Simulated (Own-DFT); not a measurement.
Hf36O71 (tetragonal hafnia with one neutral oxygen vacancy, atoms displaced) (calculated)

Computed with Own-DFT development build. A calculation, not a measurement: plane-wave PBE and HSE06 DFT by an unreviewed code, no spin, of a simulated cell at Gamma alone, so results move with cell size and shape, stress positive in tension, energies less offsets, not probed for a lower state with spin; hafnium file: forces about 75 meV/angstrom off all-electron values; oxygen file: force components 24 meV/angstrom off all-electron in a glass; k mesh not checked against a denser one; forces and stress are PBE's, HSE06 gives the energy alone, and its difference from PBE has offsets of its own; offsets are fitted by least squares, one for each functional and potential file, so energies compare only between cells with the same atoms and settings and are not formation energies; the far tail of each file's local potential was reset to the Coulomb form; each entry is a single point on an unrelaxed cell, so the pressure reflects the starting lattice, taken from the Materials Project, from which strain is counted, and rises with the displacements; printed positions are rounded, which can move forces by about a meV/angstrom; the program is a retired in-house code; no spin-orbit coupling.

Common to all runs: first functional PBE; second functional HSE06; exact exchange share 0.25; screening 0.11 1/bohr; exchange divergence Gygi-Baldereschi; potential files PseudoDojo norm-conserving, scalar-relativistic, made for PBE, standard set; wave cutoff 48 hartree; occupations fixed; k mesh 1 x 1 x 1 centred on Gamma.

(1) 
```cif
# cell vector a (Å): 10.7800 0.0000 0.0000
# cell vector b (Å): 0.0000 10.7800 0.0000
# cell vector c (Å): 0.0000 0.0000 10.4493
data_Hf36O71
_symmetry_space_group_name_H-M 'P 1'
_symmetry_Int_Tables_number 1
_cell_length_a 10.7800
_cell_length_b 10.7800
_cell_length_c 10.4493
_cell_angle_alpha 90.000
_cell_angle_beta 90.000
_cell_angle_gamma 90.000
_cell_volume 1214.30
loop_
_atom_site_label
_atom_site_type_symbol
_atom_site_fract_x
_atom_site_fract_y
_atom_site_fract_z
_atom_site_occupancy
Hf1 Hf 0.00782 0.98898 0.00269 1
Hf2 Hf 0.17958 0.15233 0.24560 1
O1 O 0.99571 0.17005 0.15848 1
O2 O 0.16355 0.00669 0.35371 1
O3 O 0.98926 0.16485 0.40406 1
O4 O 0.16236 0.00136 0.09716 1
Hf3 Hf 0.00787 0.00917 0.49490 1
Hf4 Hf 0.16274 0.16547 0.76842 1
O5 O 0.98036 0.16205 0.64696 1
O6 O 0.17887 0.99925 0.85117 1
O7 O 0.00479 0.16643 0.90505 1
O8 O 0.17096 0.00167 0.59249 1
Hf5 Hf 0.99753 0.33173 0.99198 1
Hf6 Hf 0.17110 0.50560 0.25606 1
O9 O 0.98912 0.48636 0.15756 1
O10 O 0.17296 0.33681 0.34943 1
O11 O 0.99577 0.50587 0.39403 1
O12 O 0.17143 0.33917 0.10342 1
Hf7 Hf 0.00369 0.33680 0.50425 1
Hf8 Hf 0.15904 0.49731 0.74403 1
O13 O 0.99842 0.49553 0.65997 1
O14 O 0.15898 0.33179 0.84780 1
O15 O 0.99032 0.49769 0.90462 1
O16 O 0.16927 0.32616 0.59499 1
Hf9 Hf 0.99410 0.65737 0.00242 1
Hf10 Hf 0.16027 0.82923 0.24582 1
O17 O 0.00944 0.83677 0.15480 1
O18 O 0.17725 0.66384 0.34669 1
O19 O 0.00908 0.83161 0.39882 1
O20 O 0.17297 0.67073 0.09949 1
Hf11 Hf 0.99899 0.66925 0.51566 1
Hf12 Hf 0.15398 0.83698 0.76259 1
O21 O 0.00635 0.83358 0.66931 1
O22 O 0.17274 0.66988 0.85156 1
O23 O 0.01074 0.82846 0.89031 1
O24 O 0.16493 0.66518 0.60655 1
Hf13 Hf 0.33263 0.99744 0.00668 1
Hf14 Hf 0.49464 0.17348 0.24943 1
O25 O 0.33233 0.17713 0.15609 1
O26 O 0.50440 0.99102 0.34252 1
O27 O 0.32609 0.15056 0.39289 1
O28 O 0.50062 0.00157 0.10436 1
Hf15 Hf 0.34234 0.99637 0.51294 1
Hf16 Hf 0.49129 0.16401 0.73849 1
O29 O 0.33291 0.16249 0.64921 1
O30 O 0.49028 0.99673 0.83030 1
O31 O 0.34048 0.17319 0.88628 1
O32 O 0.48521 0.99741 0.60136 1
Hf17 Hf 0.34080 0.33276 0.99948 1
Hf18 Hf 0.49339 0.47917 0.24445 1
O33 O 0.34815 0.51168 0.15021 1
O34 O 0.49067 0.34614 0.34386 1
O35 O 0.32994 0.50650 0.39347 1
O36 O 0.50248 0.33667 0.08984 1
Hf19 Hf 0.32442 0.34295 0.49543 1
Hf20 Hf 0.49981 0.49157 0.74311 1
O37 O 0.32571 0.49750 0.64334 1
O38 O 0.50181 0.32829 0.85430 1
O39 O 0.34032 0.48929 0.91052 1
O40 O 0.49918 0.33384 0.59562 1
Hf21 Hf 0.32895 0.66339 0.99639 1
Hf22 Hf 0.50137 0.83148 0.23794 1
O41 O 0.32968 0.83926 0.14838 1
O42 O 0.49265 0.68237 0.34168 1
O43 O 0.33551 0.82949 0.40636 1
O44 O 0.50540 0.66066 0.08174 1
Hf23 Hf 0.32241 0.66907 0.49131 1
Hf24 Hf 0.50161 0.83902 0.75748 1
O45 O 0.32936 0.82017 0.65002 1
O46 O 0.49750 0.66546 0.83861 1
O47 O 0.34057 0.83639 0.90221 1
O48 O 0.50485 0.67378 0.59549 1
Hf25 Hf 0.65973 0.00339 0.00499 1
Hf26 Hf 0.83457 0.16667 0.25295 1
O49 O 0.66520 0.15491 0.14571 1
O50 O 0.67099 0.16611 0.39306 1
O51 O 0.82506 0.00602 0.09725 1
Hf27 Hf 0.66271 0.01023 0.49146 1
Hf28 Hf 0.82556 0.16904 0.75456 1
O52 O 0.66498 0.15700 0.64639 1
O53 O 0.83465 0.00809 0.84309 1
O54 O 0.66474 0.15187 0.90159 1
O55 O 0.82532 0.01001 0.59835 1
Hf29 Hf 0.66580 0.32750 0.01413 1
Hf30 Hf 0.83128 0.49038 0.23743 1
O56 O 0.68100 0.49170 0.14159 1
O57 O 0.83822 0.32942 0.35934 1
O58 O 0.67210 0.49562 0.39856 1
O59 O 0.84318 0.33816 0.09196 1
Hf31 Hf 0.68411 0.34391 0.48331 1
Hf32 Hf 0.84862 0.49758 0.74755 1
O60 O 0.66187 0.49238 0.64734 1
O61 O 0.83336 0.34325 0.85733 1
O62 O 0.67076 0.49714 0.89296 1
O63 O 0.83738 0.34224 0.58801 1
Hf33 Hf 0.67251 0.65750 0.00139 1
Hf34 Hf 0.84416 0.83494 0.24152 1
O64 O 0.66830 0.84527 0.14790 1
O65 O 0.84169 0.67724 0.36134 1
O66 O 0.67678 0.84643 0.39963 1
O67 O 0.82272 0.67558 0.09203 1
Hf35 Hf 0.66265 0.66635 0.48741 1
Hf36 Hf 0.81975 0.84665 0.75390 1
O68 O 0.66271 0.83455 0.66056 1
O69 O 0.82603 0.65692 0.84753 1
O70 O 0.67148 0.83929 0.89812 1
O71 O 0.84083 0.67041 0.59633 1
_calc_PBE_energy_of_cell_above_offsets '-86.525'  # eV
_calc_HSE06_less_PBE_above_offsets '0.550'  # eV
_calc_PBE_pressure 5.99  # GPa
_calc_PBE_stress_xx -8.25  # GPa
_calc_PBE_stress_yy -4.11  # GPa
_calc_PBE_stress_zz -5.62  # GPa
_calc_PBE_stress_yz 1.36  # GPa
_calc_PBE_stress_xz -0.58  # GPa
_calc_PBE_stress_xy 0.06  # GPa
```

Force:
| element | x (eV/Å) | y (eV/Å) | z (eV/Å) |
| --- | --- | --- | --- |
| Hf | -3.303 | 1.691 | -0.881 |
| Hf | -3.549 | 2.575 | 1.901 |
| O | 1.269 | -0.4 | -0.451 |
| O | -0.726 | -2.16 | -1.381 |
| O | 0.107 | 1.564 | -0.293 |
| O | 1.649 | 0.559 | 0.85 |
| Hf | -0.814 | -1.317 | 1.091 |
| Hf | 0.493 | -0.375 | -3.162 |
| O | 2.771 | 0.92 | 1.111 |
| O | -0.808 | 0.802 | 1.454 |
| O | 0.333 | -1.52 | -0.17 |
| O | -1.193 | 0.279 | 1.483 |
| Hf | 1.692 | -0.687 | 2.083 |
| Hf | -0.656 | -2.306 | -1.056 |
| O | 3.169 | 2.165 | -1.821 |
| O | -0.053 | -0.592 | 0.111 |
| O | 1.113 | -0.543 | 1.899 |
| O | -0.048 | 0.301 | -1.326 |
| Hf | -0.343 | -1.031 | -2.279 |
| Hf | 3.607 | 1.285 | 1.101 |
| O | 2.813 | -0.224 | -2.827 |
| O | -0.069 | 1.193 | -0.066 |
| O | 1.307 | 1.326 | -0.452 |
| O | -1.27 | 0.396 | 1.194 |
| Hf | 0.412 | 0.563 | -1.069 |
| Hf | 3.455 | 0.377 | 3.659 |
| O | -2.404 | -0.121 | -2.934 |
| O | -0.707 | 1.371 | 0.021 |
| O | 0.006 | 0.25 | 0.514 |
| O | -2.584 | -0.728 | 0.496 |
| Hf | -0.182 | 1.088 | -3.045 |
| Hf | 4.749 | -1.122 | -2.549 |
| O | -3.173 | 0.118 | -2.841 |
| O | -0.28 | -2.411 | 0.424 |
| O | -1.641 | 0.22 | 4.168 |
| O | -0.763 | -1.079 | -0.363 |
| Hf | 1.304 | -1.131 | -2.136 |
| Hf | 0.987 | -3.431 | 1.265 |
| O | 2.015 | -0.484 | -2.309 |
| O | -0.237 | 2.278 | 0.293 |
| O | 1.559 | 2.402 | 0.166 |
| O | -2.084 | 0.791 | -1.093 |
| Hf | -4.704 | -1.399 | -3.209 |
| Hf | 1.331 | 1.181 | 0.671 |
| O | -1.593 | 0.572 | -0.357 |
| O | 0.024 | 2.998 | 3.299 |
| O | -1.386 | -0.771 | 2.202 |
| O | 5.657 | 0.271 | 1.182 |
| Hf | -1.995 | -0.625 | -1.072 |
| Hf | 2.148 | 8.283 | -2.301 |
| O | -3.099 | -0.57 | -0.303 |
| O | 0.019 | -6.181 | 2.644 |
| O | 0.507 | -1.383 | -0.223 |
| O | -0.43 | -0.23 | 3.234 |
| Hf | 1.37 | -1.308 | 0.636 |
| Hf | 0.982 | 1.004 | 0.549 |
| O | -0.09 | -0.525 | 0.524 |
| O | 0.441 | 0.039 | -0.8 |
| O | -0.906 | 1.615 | -1.256 |
| O | -0.5 | -0.249 | -1.03 |
| Hf | 2.548 | 0.256 | -1.353 |
| Hf | 0.37 | 0.656 | 0.658 |
| O | -0.081 | 0.287 | -0.119 |
| O | 1.515 | -3.245 | 0.245 |
| O | -0.896 | 1.606 | -0.893 |
| O | -0.373 | 0.898 | 1.008 |
| Hf | 2.237 | 1.871 | 2.643 |
| Hf | -1.474 | -4.431 | -2.487 |
| O | -0.182 | 0.867 | 0.88 |
| O | -0.296 | -0.739 | 0.302 |
| O | -0.394 | 0.105 | 1.515 |
| O | -0.205 | -1.153 | -1.706 |
| Hf | 1.044 | -1.848 | -0.272 |
| Hf | 0.847 | -1.971 | -0.185 |
| O | -0.629 | 2.475 | 1.147 |
| O | -0.6 | 1.571 | -0.759 |
| O | 2.907 | -0.785 | -0.235 |
| Hf | 0.33 | -1.651 | 1.472 |
| Hf | -0.994 | -0.18 | -1.283 |
| O | -0.402 | 0.93 | 0.446 |
| O | 1.063 | -0.794 | 1.145 |
| O | 0.156 | 2.992 | -0.351 |
| O | 0.854 | -1.752 | -1.173 |
| Hf | 2.178 | 0.355 | -4.721 |
| Hf | 1.486 | 0.854 | 4.149 |
| O | -3.331 | -0.209 | -0.131 |
| O | -0.495 | 0.971 | -2.22 |
| O | -0.554 | 2.614 | -2.366 |
| O | -2.574 | -0.907 | 1.464 |
| Hf | -1.574 | -2.548 | 4.161 |
| Hf | -7.12 | 0.73 | 1.787 |
| O | 1.652 | 0.229 | -0.58 |
| O | 0.442 | -2.446 | -1.136 |
| O | -1.009 | -0.594 | 1.599 |
| O | -0.065 | 0.267 | 1.792 |
| Hf | -3.333 | 0.132 | -4.289 |
| Hf | -3.126 | 0.545 | 3.011 |
| O | 0.274 | -1.018 | 0.564 |
| O | -0.925 | -0.808 | -2.662 |
| O | 0.446 | -1.36 | 0.22 |
| O | 4.422 | 0.065 | 2.213 |
| Hf | -0.118 | 1.878 | 1.521 |
| Hf | 0.269 | -1.453 | -1.084 |
| O | 0.668 | 0.288 | -1.374 |
| O | 1.315 | 1.871 | 0.206 |
| O | 0.053 | -0.485 | 0.77 |
| O | -2.013 | -0.515 | 1.292 |

(2) 
```cif
# cell vector a (Å): 10.7800 0.0000 0.0000
# cell vector b (Å): 0.0000 10.7800 0.0000
# cell vector c (Å): 0.0000 0.0000 10.4493
data_Hf36O71
_symmetry_space_group_name_H-M 'P 1'
_symmetry_Int_Tables_number 1
_cell_length_a 10.7800
_cell_length_b 10.7800
_cell_length_c 10.4493
_cell_angle_alpha 90.000
_cell_angle_beta 90.000
_cell_angle_gamma 90.000
_cell_volume 1214.30
loop_
_atom_site_label
_atom_site_type_symbol
_atom_site_fract_x
_atom_site_fract_y
_atom_site_fract_z
_atom_site_occupancy
Hf1 Hf 0.00078 0.00588 0.00447 1
Hf2 Hf 0.16650 0.16958 0.25012 1
O1 O 0.00109 0.17102 0.14744 1
O2 O 0.16564 0.00225 0.34529 1
O3 O 0.00738 0.16465 0.40482 1
O4 O 0.16673 0.00470 0.10315 1
Hf3 Hf 0.00345 0.00499 0.49689 1
Hf4 Hf 0.15964 0.16663 0.75055 1
O5 O 0.99846 0.17283 0.65648 1
O6 O 0.17188 0.00288 0.85189 1
O7 O 0.99391 0.16450 0.89906 1
O8 O 0.17187 0.99323 0.60263 1
Hf5 Hf 0.98609 0.33019 0.00160 1
Hf6 Hf 0.16328 0.50452 0.25093 1
O9 O 0.00277 0.49351 0.15603 1
O10 O 0.16369 0.34374 0.34936 1
O11 O 0.00386 0.50709 0.39666 1
O12 O 0.16523 0.33547 0.09416 1
Hf7 Hf 0.00184 0.33712 0.50704 1
Hf8 Hf 0.16428 0.50185 0.75080 1
O13 O 0.00151 0.50198 0.64965 1
O14 O 0.17934 0.33660 0.84769 1
O15 O 0.99857 0.50373 0.89982 1
O16 O 0.17213 0.32684 0.59940 1
Hf9 Hf 0.00481 0.66880 0.98720 1
Hf10 Hf 0.16173 0.83329 0.24826 1
O17 O 0.99876 0.83984 0.16067 1
O18 O 0.17168 0.66023 0.34810 1
O19 O 0.00674 0.83707 0.40204 1
Hf11 Hf 0.00034 0.67163 0.49778 1
Hf12 Hf 0.17135 0.83019 0.75087 1
O20 O 0.00375 0.82615 0.64482 1
O21 O 0.16141 0.65775 0.83630 1
O22 O 0.00161 0.82766 0.89476 1
O23 O 0.17777 0.66712 0.60002 1
Hf13 Hf 0.34125 0.99717 0.00353 1
Hf14 Hf 0.49212 0.17220 0.25826 1
O24 O 0.32821 0.16576 0.15480 1
O25 O 0.50581 0.00828 0.34973 1
O26 O 0.33233 0.16956 0.41292 1
O27 O 0.50211 0.99407 0.09351 1
Hf15 Hf 0.33115 0.00108 0.49293 1
Hf16 Hf 0.50007 0.16588 0.75675 1
O28 O 0.33833 0.16029 0.65885 1
O29 O 0.51034 0.00437 0.84454 1
O30 O 0.33483 0.16887 0.89805 1
O31 O 0.49512 0.00393 0.59453 1
Hf17 Hf 0.33346 0.34058 0.01355 1
Hf18 Hf 0.50060 0.49729 0.24641 1
O32 O 0.32785 0.50007 0.15151 1
O33 O 0.50056 0.33779 0.34431 1
O34 O 0.33582 0.50574 0.40819 1
O35 O 0.49729 0.32960 0.09423 1
Hf19 Hf 0.33436 0.33357 0.50014 1
Hf20 Hf 0.49639 0.50828 0.75167 1
O36 O 0.33414 0.49779 0.66120 1
O37 O 0.49763 0.33245 0.84587 1
O38 O 0.33741 0.49929 0.89960 1
O39 O 0.49533 0.33250 0.60426 1
Hf21 Hf 0.33976 0.66851 0.00886 1
Hf22 Hf 0.49915 0.83612 0.25482 1
O40 O 0.33248 0.83994 0.15471 1
O41 O 0.50042 0.66278 0.35168 1
O42 O 0.33613 0.83069 0.39677 1
O43 O 0.49555 0.66994 0.09954 1
Hf23 Hf 0.33890 0.66903 0.49126 1
Hf24 Hf 0.49865 0.82994 0.74746 1
O44 O 0.33671 0.83021 0.64451 1
O45 O 0.49805 0.66743 0.84338 1
O46 O 0.33032 0.83955 0.90563 1
O47 O 0.50666 0.65823 0.60062 1
Hf25 Hf 0.66571 0.99871 0.00198 1
Hf26 Hf 0.83738 0.16889 0.24794 1
O48 O 0.67454 0.15708 0.14203 1
O49 O 0.82905 0.99365 0.33973 1
O50 O 0.66793 0.17608 0.40590 1
O51 O 0.83642 0.99914 0.09585 1
Hf27 Hf 0.66626 0.00381 0.50212 1
Hf28 Hf 0.84212 0.16887 0.75385 1
O52 O 0.67136 0.17385 0.65204 1
O53 O 0.83554 0.99870 0.84400 1
O54 O 0.67349 0.16937 0.90406 1
O55 O 0.83136 0.00023 0.60267 1
Hf29 Hf 0.65944 0.33115 0.00633 1
Hf30 Hf 0.83107 0.50287 0.25517 1
O56 O 0.66625 0.49058 0.14634 1
O57 O 0.82958 0.33037 0.34233 1
O58 O 0.67485 0.49225 0.40881 1
O59 O 0.83024 0.33319 0.09803 1
Hf31 Hf 0.66344 0.33673 0.49735 1
Hf32 Hf 0.83299 0.49934 0.75382 1
O60 O 0.66779 0.50456 0.63968 1
O61 O 0.83212 0.33289 0.84634 1
O62 O 0.66906 0.49721 0.90487 1
O63 O 0.83717 0.32606 0.59357 1
Hf33 Hf 0.66728 0.66310 0.99633 1
Hf34 Hf 0.83313 0.83215 0.25361 1
O64 O 0.67401 0.83621 0.15012 1
O65 O 0.83541 0.66680 0.35050 1
O66 O 0.67985 0.82653 0.40417 1
O67 O 0.82662 0.65773 0.10359 1
Hf35 Hf 0.66797 0.66450 0.50511 1
Hf36 Hf 0.83027 0.82711 0.75050 1
O68 O 0.66385 0.83455 0.65853 1
O69 O 0.82611 0.66679 0.84561 1
O70 O 0.66600 0.82356 0.90200 1
O71 O 0.82925 0.66545 0.59908 1
_calc_PBE_energy_of_cell_above_offsets '-96.507'  # eV
_calc_HSE06_less_PBE_above_offsets '0.074'  # eV
_calc_PBE_pressure 2.44  # GPa
_calc_PBE_stress_xx -1.18  # GPa
_calc_PBE_stress_yy -3.43  # GPa
_calc_PBE_stress_zz -2.7  # GPa
_calc_PBE_stress_yz 0.16  # GPa
_calc_PBE_stress_xz -0.24  # GPa
_calc_PBE_stress_xy -0.04  # GPa
```

Force:
| element | x (eV/Å) | y (eV/Å) | z (eV/Å) |
| --- | --- | --- | --- |
| Hf | 0.211 | -1.232 | -0.717 |
| Hf | -0.857 | 0.595 | -0.124 |
| O | -0.044 | -0.081 | 0.209 |
| O | 0.551 | 0.067 | 0.545 |
| O | -0.432 | 1.07 | -0.513 |
| O | 0.035 | -0.194 | -0.292 |
| Hf | -0.376 | -1.635 | 1.474 |
| Hf | 3.583 | 0.585 | 1.014 |
| O | 0.969 | -0.469 | -1.401 |
| O | -0.928 | -0.653 | -0.353 |
| O | 0.442 | 0.732 | 0.423 |
| O | -1.126 | 0.558 | -0.908 |
| Hf | 2.071 | 1.087 | -0.274 |
| Hf | -0.781 | -1.172 | -0.209 |
| O | -0.88 | 0.497 | -0.669 |
| O | 0.494 | -1.714 | -0.118 |
| O | -0.757 | -0.913 | 1.013 |
| O | -0.626 | -0.543 | 0.555 |
| Hf | 0.461 | 0.611 | -0.869 |
| Hf | 1.373 | -2.393 | -1.061 |
| O | -0.646 | -0.367 | -0.167 |
| O | -1.359 | -0.611 | -0.288 |
| O | -0.54 | -0.921 | 0.174 |
| O | -0.934 | 0.049 | -0.41 |
| Hf | -0.334 | -0.554 | 1.789 |
| Hf | 0.395 | 0.049 | 0.275 |
| O | 0.297 | -0.782 | -1.394 |
| O | -0.162 | 2.377 | -0.379 |
| O | 0.064 | -0.22 | -0.168 |
| Hf | 0.475 | -0.116 | 1.123 |
| Hf | -0.468 | 0.813 | -1.021 |
| O | -0.443 | 0.032 | 0.963 |
| O | 0.057 | 2.717 | 2.488 |
| O | 0.103 | 0.986 | 0.622 |
| O | -1.16 | -0.042 | -1.095 |
| Hf | -2.189 | 2.119 | -1.328 |
| Hf | 1.535 | -0.644 | -1.285 |
| O | 1.485 | 0.204 | 0.73 |
| O | -0.316 | -1.13 | -0.502 |
| O | 0.281 | -0.087 | -2.188 |
| O | -0.031 | 0.055 | 1.317 |
| Hf | 0.238 | -0.543 | 2.5 |
| Hf | -0.034 | 1.595 | -1.225 |
| O | -1.607 | 0.014 | -0.69 |
| O | -0.137 | -2.26 | 0.939 |
| O | 0.445 | -0.642 | 2.12 |
| O | 1.023 | -0.653 | -0.588 |
| Hf | -2.042 | -1.022 | -4.331 |
| Hf | -0.052 | 1.321 | 0.315 |
| O | 1.343 | 0.481 | 0.095 |
| O | -0.374 | -0.325 | 0.372 |
| O | 0.39 | -1.778 | -0.827 |
| O | 0.34 | -0.104 | 2.272 |
| Hf | 0.078 | 1.476 | 2.265 |
| Hf | 0.119 | -2.916 | -0.9 |
| O | -0.352 | 0.121 | -0.838 |
| O | 0.839 | 0.951 | 0.867 |
| O | 0.293 | 1.443 | 1.814 |
| O | 0.529 | 0.224 | -1.715 |
| Hf | -1.897 | -0.431 | -1.864 |
| Hf | 0.851 | -0.267 | -0.548 |
| O | 0.296 | -0.613 | -0.019 |
| O | 0.546 | 0.413 | -1.003 |
| O | 0.401 | 1.202 | -0.481 |
| O | 1.56 | -0.18 | 0.684 |
| Hf | -0.398 | -0.263 | 2.225 |
| Hf | 0.049 | 1.354 | -0.058 |
| O | 0.287 | 0.02 | 0.801 |
| O | -0.179 | 0.819 | 1.473 |
| O | 0.302 | -1.957 | -0.521 |
| O | -1.313 | 0.869 | -0.175 |
| Hf | 1.309 | 0.333 | -1.094 |
| Hf | -1.27 | -0.783 | -0.123 |
| O | -1.536 | 0.727 | 1.803 |
| O | 0.369 | 2.355 | 1.229 |
| O | -0.365 | -1.905 | -1.129 |
| O | 0.374 | 0.095 | -0.316 |
| Hf | 0.269 | 0.469 | 0.682 |
| Hf | -3.21 | -1.085 | -0.61 |
| O | -0.38 | -0.73 | 0.364 |
| O | -0.036 | -0.778 | 0.456 |
| O | -0.213 | -0.396 | 0.306 |
| O | 0.886 | -0.081 | -1.406 |
| Hf | 0.901 | -0.628 | -2.046 |
| Hf | 0.819 | -0.026 | -0.704 |
| O | -1.086 | 0.362 | 1.332 |
| O | 0.859 | 0.413 | 0.228 |
| O | -0.202 | 2.613 | -2.432 |
| O | -0.142 | -0.225 | 0.194 |
| Hf | 0.256 | -1.43 | 3.212 |
| Hf | -0.688 | -0.121 | -1.322 |
| O | 0.49 | -0.813 | 2.227 |
| O | 0.813 | 0.876 | 0.534 |
| O | -0.096 | 0.175 | -0.617 |
| O | -0.266 | 0.867 | 0.076 |
| Hf | 0.717 | 0.186 | 0.743 |
| Hf | -0.697 | -0.634 | -0.683 |
| O | -1.635 | -0.083 | 0.518 |
| O | 0.356 | -0.261 | 0.287 |
| O | -1.361 | 1.338 | 0.244 |
| O | 1.19 | 0.161 | -0.93 |
| Hf | 0.148 | -0.658 | -0.339 |
| Hf | 0.788 | 1.791 | -0.735 |
| O | -0.053 | 0.007 | -0.88 |
| O | 0.328 | -0.865 | 0.685 |
| O | -0.033 | 1.224 | 0.136 |
| O | 1.354 | 0.427 | 0.176 |
